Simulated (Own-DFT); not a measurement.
## Calculated data, GaAs (zincblende with one plane slipped along a stacking-fault path, atoms displaced)

All values are calculated (Own-DFT development build). A calculation, not a measurement: plane-wave PBE density functional theory by an unreviewed code, no spin, of a simulated periodic cell, stress positive in tension, free energy of the whole cell less one offset for each atom, forces on such cells passed a denser k mesh, this cell's mesh not checked; offsets are fitted by least squares, one for each functional and potential file, so energies compare only between cells with the same atoms and settings and are not formation energies; the far tail of each file's local potential was reset to the Coulomb form; each entry is a single point on an unrelaxed cell, so the pressure reflects the starting lattice, mostly measured values (interpolated for alloys), from which strain is counted, and rises with the displacements; printed positions are rounded, which can move forces by about a meV/angstrom; the program, named Own-DFT, is a retired in-house code; no spin-orbit coupling.

Settings shared by all entries: functional PBE; potential files PseudoDojo norm-conserving, scalar-relativistic, standard set; wave cutoff 42 hartree; occupations Fermi-Dirac; smearing width 0.1 eV; k mesh 4 x 4 x 2 centred on Gamma.

(1) 
```xyz
48
Lattice="5.6533 -5.6533 0.0000 0.0000 5.6533 -5.6533 12.0604 12.0604 9.7991" Properties=species:S:1:pos:R:3:force_x:R:1:force_y:R:1:force_z:R:1 formula=GaAs free_energy_of_cell_above_offsets=-14.453 pressure=5.03 stress_xx=-6.06 stress_yy=-6.17 stress_zz=-2.87 stress_yz=-0.42 stress_xz=-0.09 stress_xy=1.56
Ga     5.6526    -5.6124    -0.0200      0.222      -0.91     -0.008
As     7.0576     1.4047    -4.2309      -0.06     -0.493      0.496
Ga     2.7765     2.7322     0.0032       0.33        0.9      0.503
As     4.2424     4.2425     1.3958      -0.13      0.051     -0.605
Ga     5.6204     2.9276     2.8601      0.589     -0.213     -0.103
As     7.1825     4.3322     4.1790     -2.571     -1.513      0.927
Ga     6.4296     6.4505     4.1062      0.541      1.894     -0.797
As     7.8833     7.7172     5.6160     -0.098      0.363     -0.092
Ga     9.2316     9.1580     4.1292     -0.113      0.232      0.743
As    10.6646    10.6181     5.5725      -0.09     -0.169     -0.831
Ga    12.1372     9.2331     6.8815     -0.996     -0.398      0.416
As    13.4592    10.5533     8.3037      0.321      1.111      0.888
Ga    12.0196    14.8292     6.9307      0.486     -0.218      0.169
As     7.0537    -1.4821    -1.3718      0.034     -0.204     -0.715
Ga     2.7613     5.6471    -2.7422      1.055     -0.225     -0.485
As     4.3218     7.1118    -1.3959     -1.086     -0.068      0.002
Ga     5.7178     5.7112    -0.0328     -0.246     -0.265      0.553
As     7.2017     7.0556     1.3887     -4.221     -0.697      0.745
Ga     6.4641     9.1740     1.3089      0.031      1.918     -1.152
As     7.8105    10.5627     2.7330      0.387      0.076      0.076
Ga     9.3347    11.9195     1.3854      -1.26      0.684      0.279
As    10.6131    13.4376     2.6552      0.485      0.901      0.511
Ga    12.0231    12.0081     4.0253     -0.435      0.213      0.505
As    13.4537    13.3202     5.4996     -0.596      1.193     -0.142
Ga    14.8370    14.8645     4.1743       0.15      -0.06     -0.091
As     4.3416     4.1538    -4.3000     -1.478      0.899      0.329
Ga     5.7343    -0.0521    -0.0025      -0.66      0.504      0.038
As     7.0039     1.3483     1.5014      0.395      0.721     -0.426
Ga     8.4663    -0.0858     2.8394      0.017      0.253     -0.504
As     9.8037     1.3333     4.2438      0.268     -2.593      1.267
Ga     9.1711     3.4074     4.1480      2.049      2.463     -0.915
As    10.5445     5.0004     5.5641      1.376     -1.416     -0.921
Ga    12.1297     6.2635     4.1746     -0.597      1.267      0.142
As    13.5209     7.8680     5.5701      0.126     -1.827     -0.059
Ga    14.9549     6.2858     7.0175     -0.154      1.135     -0.149
As    16.3014     7.8152     8.4230     -0.358     -0.033     -0.365
Ga    14.8782    12.0709     6.8814      0.016     -0.289      1.291
As     4.1598     1.4030    -1.3524      0.893     -0.737     -0.767
Ga     5.5946     2.7856    -2.8601      0.403     -0.056      1.001
As     7.0888     4.2603    -1.3746     -0.886     -0.704     -0.681
Ga     8.4352     2.8712    -0.0057     -0.051     -1.265      0.254
As     9.8582     4.2140     1.3270      0.104      -1.29      1.317
Ga     9.1971     6.3801     1.4697      4.227      0.509     -0.498
As    10.6716     7.8749     2.7657      0.991     -0.798     -0.444
Ga    12.1710     9.2835     1.2719     -0.799     -0.425     -0.142
As    13.4898    10.6464     2.7478      0.289     -0.464     -0.005
Ga    14.8846     9.2300     4.2070      0.447      0.043     -0.696
As    16.2845    10.6481     5.6129      0.652     -0.002      -0.86
```

Units: free_energy_of_cell_above_offsets in eV; pressure, stress_xx, stress_yy, stress_zz, stress_yz, stress_xz, stress_xy in GPa; force_x, force_y, force_z in eV/Å.

(2) 
```xyz
48
Lattice="5.6533 -5.6533 0.0000 0.0000 5.6533 -5.6533 12.0604 12.0604 9.7991" Properties=species:S:1:pos:R:3:force_x:R:1:force_y:R:1:force_z:R:1 formula=GaAs free_energy_of_cell_above_offsets=-14.621 pressure=4.98 stress_xx=-6.16 stress_yy=-5.79 stress_zz=-2.98 stress_yz=-0.44 stress_xz=0.48 stress_xy=0.8
Ga    17.6563     6.3988     9.7288      0.508      0.624       0.89
As     7.2020     1.4969    -4.1889     -1.305     -1.363      0.132
Ga     2.8592     2.7774     0.0070     -1.021       2.26      0.575
As     4.2103     4.3707     1.3917      0.297     -1.942      -0.16
Ga     5.6022     2.8120     2.8495     -0.002      0.908       -0.5
As     7.0522     4.2097     4.2158     -2.366     -0.874      1.506
Ga     6.3426     6.3645     4.1427      3.221      1.284     -0.853
As     7.8402     7.8795     5.4921     -0.758     -1.035      0.379
Ga     9.2010     9.2347     4.1735      0.718     -0.003     -1.102
As    10.6582    10.5865     5.5176      0.286      0.425      0.799
Ga    12.1684     9.2285     6.9753     -1.335     -0.629      0.004
As    13.4279    10.6457     8.3916       0.86     -0.017      0.347
Ga    12.0170    14.7947     6.9531      0.644      0.866     -0.069
As     7.0906    -1.3240    -1.4113     -0.507     -0.715      0.098
Ga     2.9653     5.6339    -2.7935      -0.53      0.322     -0.051
As     4.2902     7.1259    -1.3814     -0.275     -0.798       0.07
Ga     5.6208     5.6296     0.0081       1.29      0.707     -0.096
As     7.1197     7.0522     1.5002     -1.527     -1.221      0.548
Ga     6.5237     9.2889     1.2973     -0.254      0.844     -1.015
As     7.8584    10.6880     2.7431     -0.429      0.036      0.445
Ga     9.1614    11.9601     1.2074      0.218      1.085      0.541
As    10.5601    13.4020     2.7331      0.703      0.479     -0.337
Ga    12.0670    12.0061     4.1112     -0.199      0.362      0.054
As    13.5752    13.4007     5.5698     -1.163      0.416     -0.399
Ga     2.8890    -2.8791    -0.0013     -1.302      1.638      1.264
As     4.3386     4.1839    -4.1691     -1.288     -0.024     -0.642
Ga     5.5807    -0.0090     0.1128      0.916      0.597     -0.607
As     7.0486     1.4048     1.5743     -0.144      0.067     -1.426
Ga     8.5255    -0.0120     2.7864     -0.715      0.042      0.964
As     9.9473     1.3797     4.1045     -3.179      0.543      1.351
Ga     9.1664     3.6398     4.1642      3.094     -0.085     -1.148
As    10.6761     4.9829     5.5909     -0.507      0.107     -0.868
Ga    12.0371     6.4290     4.2094     -0.267      0.058     -1.093
As    13.4732     7.8131     5.5144      0.346      0.108      0.517
Ga    14.8831     6.4210     6.9667     -0.125     -0.531     -0.002
As    16.2088     7.9014     8.4514      1.203      -1.47       -1.5
Ga     2.8353    -0.0139    -2.8118      0.021     -0.011      0.821
As     4.1358     1.4760    -1.2991      1.584     -1.624     -1.397
Ga     5.6047     2.7970    -2.8004       1.03     -0.565      0.754
As     7.0950     4.2039    -1.4063     -0.514      0.355      -0.28
Ga     8.4400     2.7618    -0.0579     -0.097      0.296      1.232
As     9.8189     4.2382     1.4993      0.153     -2.917      0.671
Ga     9.3169     6.3797     1.3423     -0.119      1.415     -1.859
As    10.5767     7.7608     2.6601      1.553       1.53      0.972
Ga    12.1334     9.3453     1.2226     -0.508     -1.651      0.654
As    13.4252    10.5637     2.7234      1.148      0.764      0.394
Ga    14.9374     9.2555     4.2235     -0.649      -0.68     -1.186
As    16.2232    10.6768     5.5384      1.292      0.014      0.612
```

Units: free_energy_of_cell_above_offsets in eV; pressure, stress_xx, stress_yy, stress_zz, stress_yz, stress_xz, stress_xy in GPa; force_x, force_y, force_z in eV/Å.

(3) 
```xyz
48
Lattice="5.6533 -5.6533 0.0000 0.0000 5.6533 -5.6533 12.0604 12.0604 9.7991" Properties=species:S:1:pos:R:3:force_x:R:1:force_y:R:1:force_z:R:1 formula=GaAs free_energy_of_cell_above_offsets=-15.198 pressure=4.84 stress_xx=-5.83 stress_yy=-5.72 stress_zz=-2.96 stress_yz=0.48 stress_xz=-0.02 stress_xy=-0.45
Ga    17.5239    12.0797     4.1467       1.63      0.226     -0.454
As     7.0981     1.3584    -4.2995     -1.054      0.842     -0.085
Ga     2.7934     2.8586    -0.0761       0.76     -0.848      0.575
As     4.1871     4.2888     1.3903      0.674      -0.55     -0.553
Ga     5.6719     2.8737     2.7639     -0.517     -0.228     -0.497
As     6.9251     4.2512     4.2059      0.628     -1.402      1.375
Ga     6.3735     6.4306     4.2463      0.634       1.81     -1.063
As     7.7685     7.9532     5.5299      0.161     -0.688       0.47
Ga     9.2363     9.2040     4.0992      0.507      0.134      0.303
As    10.6969    10.5643     5.5207     -0.308      0.504      0.615
Ga    12.0703     9.2403     7.1075      0.266      0.372     -0.584
As    13.5607    10.6868     8.4257     -1.439       0.24      0.103
Ga    17.5774     9.1922     6.8775      1.383        0.6      0.007
As     7.1772    -1.4174    -1.4310     -1.963      0.393     -0.691
Ga     2.8069     5.6725    -2.8929      0.579      0.239      0.655
As     4.2532     7.1851    -1.4784      0.023     -1.145      0.182
Ga     5.7388     5.6524     0.0152     -1.127      0.724     -0.147
As     7.0782     7.0721     1.4428      -1.81     -1.498       1.46
Ga     6.4496     9.2214     1.2077      2.339      1.334     -1.038
As     7.8962    10.5948     2.7067     -0.862      0.622     -0.248
Ga     9.1839    12.0840     1.2867       0.09      0.615      0.111
As    10.7157    13.4313     2.7582     -0.916     -0.103       0.33
Ga    12.1206    12.0075     4.1515     -0.716     -0.786      -0.68
As    13.4236    13.3484     5.4949       0.65      1.608      0.888
Ga     2.7986    -2.7932    -0.0051      0.402     -0.373      0.695
As     4.2906     4.3378    -4.2593     -0.792      -1.66      0.695
Ga     5.5946     0.0091     0.0568      1.486      0.684     -1.164
As     7.1265     1.4534     1.4253     -0.322     -0.098     -0.487
Ga     8.4685    -0.0598     2.8020     -0.202       0.77      0.563
As     9.8102     1.4847     4.2892     -0.719     -2.555       0.91
Ga     9.2296     3.6253     4.1267      0.077      2.169     -1.346
As    10.5737     5.0330     5.5601      0.671      0.362     -0.515
Ga    12.0856     6.4722     4.0744      0.255     -0.783      0.546
As    13.4792     7.8483     5.6041     -0.966       -0.7      0.437
Ga    14.9207     6.4806     6.9899     -0.211     -1.259     -0.927
As    16.2538     7.8434     8.3277      0.114      0.496      0.787
Ga     2.7981     0.0526    -2.7687     -0.296     -0.475     -0.965
As     4.2298     1.3620    -1.5088      0.432      0.813      1.256
Ga     5.6433     2.8407    -2.7646      0.209     -0.306     -1.116
As     6.9959     4.2700    -1.4237      0.921      -0.43      0.218
Ga     8.5468     2.8884    -0.0098     -0.726     -0.339     -0.501
As     9.9976     4.1587     1.3296     -2.869      1.479      1.893
Ga     9.2386     6.5586     1.3232      2.302     -0.911     -1.465
As    10.7166     7.8756     2.6802     -0.714     -0.578      0.782
Ga    11.9686     9.2700     1.3485      0.992      1.166     -0.734
As    13.5026    10.6777     2.6860      0.228     -0.812      0.285
Ga    14.8555     9.1202     4.2702        0.6      1.011     -1.606
As    16.2260    10.7126     5.5150     -0.483     -0.683      0.724
```

Units: free_energy_of_cell_above_offsets in eV; pressure, stress_xx, stress_yy, stress_zz, stress_yz, stress_xz, stress_xy in GPa; force_x, force_y, force_z in eV/Å.
